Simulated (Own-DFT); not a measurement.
# Same atoms, different arrangement: C34N2Si36, 72 atoms

These are calculations, not measurements. The program, named Own-DFT, is a retired in-house plane-wave density functional code that no person has reviewed. Each row is one single-point run on a periodic cell that was not relaxed, without spin or spin-orbit coupling.

Settings of every run: PBE; PseudoDojo norm-conserving scalar-relativistic files; cutoff 42 hartree; 4 x 4 x 3 k mesh centred on Gamma; Fermi-Dirac smearing of 0.1 eV.

Known limits: not probed for a lower state with spin; forces on such cells passed a denser k mesh, each cell not checked; stress not checked against mesh or cutoff.

All cells hold the same atoms in the same cell, with vectors in Å (9.248, 0.000, 0.000); (-4.624, 8.009, 0.000); (0.000, 0.000, 10.068). Every atom was moved at random from its ideal site; u is the rms move along one axis. The defect's site can differ from row to row. E is the free energy of the cell above the lowest run. The arrangements:

- A: 4H SiC, with two N on a C site each, 3.1 Å apart
- B: 2H SiC, with two N on a C site each, 3.1 Å apart

| arrangement | u (Å) | E (eV) | P (GPa) |
|---|---|---|---|
| A | 0.0285 | 0.207 | 2.66 |
| A | 0.0288 | 0.000 | 2.58 |
| A | 0.0301 | 0.228 | 2.67 |
| A | 0.0487 | 4.068 | 3.96 |
| A | 0.0492 | 3.492 | 3.80 |
| A | 0.0503 | 4.726 | 4.12 |
| B | 0.0301 | 1.579 | 3.10 |
| B | 0.0308 | 1.557 | 3.07 |
| B | 0.0312 | 1.174 | 2.99 |
| B | 0.0460 | 4.869 | 4.12 |
| B | 0.0501 | 5.875 | 4.58 |
| B | 0.0510 | 6.409 | 4.96 |

Question: once the cost of the random moves is taken out, how do the arrangements rank?

## Worked answer

Fit E = a + b u², with one b for all and one a for each arrangement, and with residuals divided by u², since the noise grows with the moves. Then b = 2665 eV/Å², the scatter at u = 0.04 Å is 0.36 eV, and against A:

- B: 1.13 ± 0.15 eV (higher)

These are energies of unrelaxed cells. Relaxing the atoms lowers the strained arrangements most, so the gaps would shrink and small ones could change sign.
